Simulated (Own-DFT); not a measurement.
# Hybrid less PBE against volume: corundum Al2O3, 78 atoms (Al32O46), with two O vacancies

These are calculations. Each geometry was run twice at fixed positions with Own-DFT, a retired in-house plane-wave program that no person has reviewed: with PBE, and with HSE06 (exact exchange share 0.25 at short range, screening 0.11 per bohr, Gygi-Baldereschi treatment of its divergence). Both used PseudoDojo norm-conserving files made for PBE, a cutoff of 48 hartree, the Gamma point alone, fixed occupations, a neutral cell and no spin. The unstrained cell is 7.9 Å across at its thinnest, so Gamma alone is coarse and defects feel their images. The oxygen file's force components were 24 meV/Å off all-electron values in a glass.

Unstrained cell vectors in Å: (5.494, 0.000, 8.660); (-2.747, 4.758, 8.660); (-2.747, -4.758, 8.660), volume V0 = 679.1 Å³, from measured lattice constants. Each geometry has its own random strain of a few per cent, its own defect sites and random moves of rms u per axis. HSE06 gave the energy alone. D is its energy less that of PBE, over the lowest D shown. The PBE stress wasn't checked against mesh or cutoff.

```
run  V - V0 (Å³)   u (Å)  P with PBE (GPa)  D (eV)
  1         -6.3  0.0301             10.01   0.343
  2         12.5  0.0311              3.14   1.095
  3         -2.3  0.0499              9.96   0.637
  4         -1.4  0.0521             10.91   0.709
  5        -15.2  0.0279             13.20   0.000
  6        -13.3  0.0485             14.43   0.138
  7         -5.4  0.0522             11.27   0.580
  8         -2.5  0.0517             10.99   0.677
  9         -2.7  0.0516             11.05   0.644
 10         13.2  0.0304              2.73   1.143
 11        -12.4  0.0497             14.62   0.294
 12          3.7  0.0452              7.37   0.836
 13         -2.9  0.0512             11.00       ?
```

## Analysis

D = 0.52 + 0.0399 (V - V0) + 91 u² eV, with an error of 0.0011 on the volume slope, 12 on the last term and a scatter of 0.03 eV. Pressure is -dE/dV, and 1 eV/Å³ is 160.2 GPa, so HSE06 changes the pressure by -6.4 ± 0.2 GPa. With the ions held to the strained lattice, the PBE pressure falls by 257 ± 9 GPa per unit of volume strain; the shape of the strain isn't fitted, so the true error is larger, and a relaxed crystal would be softer. On that slope HSE06's volume at a given pressure is about 2.5 % smaller, or 0.8 % in lengths. At u = 0 and V0 the PBE pressure is 6.5 GPa, which puts the zero-pressure volume, against the measured cell and with the defects in, at +2.5 % for PBE and +0.1 % for HSE06, each good to a few tenths of a per cent.

## The run left out

Q: what D should run 13 give?

Estimate: 0.64 eV, with rows scattering by 0.03. The calculation gave 0.635 eV.
